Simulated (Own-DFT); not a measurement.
# Shaking the atoms of diamond germanium, 16 atoms (Ge16)

These are calculations, not measurements. They come from Own-DFT, an in-house plane-wave density functional program, since retired, whose code no person has reviewed. Each row is one single-point run on a periodic cell that was not relaxed, without spin or spin-orbit coupling.

Settings of every run: PBE; PseudoDojo norm-conserving scalar-relativistic files; cutoff 42 hartree; 5 x 5 x 5 k mesh centred on Gamma; Fermi-Dirac smearing of 0.1 eV.

Known limits: k mesh not checked against a denser one; stress not checked against mesh or cutoff.

Cell vectors in Å: (0.000, 5.658, 5.658); (5.658, 0.000, 5.658); (5.658, 5.658, 0.000). In each run every atom was moved at random and independently from its ideal site; u is the rms move along one axis. E is the free energy for each atom above the fitted value at u = 0, and F the rms of the force components.

```
run   u (Å)  E (meV/atom)  F (eV/Å)  largest force (eV/Å)  P (GPa)
  1  0.0173           5.9     0.227                  0.71     3.84
  2  0.0195           6.6     0.259                  0.68     3.86
  3  0.0214           8.3     0.292                  1.04     3.88
  4  0.0430             ?         ?                     ?        ?
  5  0.0437          38.0     0.676                  2.35     4.26
  6  0.0605          66.2     0.909                  2.37     4.68
  7  0.0961         181.3     1.527                  4.10     6.27
  8  0.0980         168.3     1.271                  3.69     5.74
  9  0.1541         325.1     2.185                  6.47     7.88
```

## Worked fit

For small independent moves the energy grows as E = (3/2) K u², with K the mean stiffness felt by one atom. The runs with u up to 0.11 Å give K = 12.4 ± 0.3 eV/Å², with residuals divided by u² + 0.0006 Å², since the noise grows with the moves. The scatter is 2.5 meV/atom at u = 0.05 Å. The forces follow F = G u with G = 14.3 eV/Å²; no force at u = 0 is resolved. G exceeds K because the moves of its neighbours add to the force on an atom, and stiffness differs between atoms. At u = 0.154 Å the parabola gives 443 meV/atom and the run 325. The pressure follows P = 3.79 + 235 u² GPa: at fixed volume, shortened bonds push harder than stretched ones pull.

## Withheld run

Question: what energy and rms force should run 4 give?

The fit gives 35 ± 2 meV/atom and about 0.62 eV/Å. The calculation gave 31.9 meV/atom and 0.626 eV/Å.
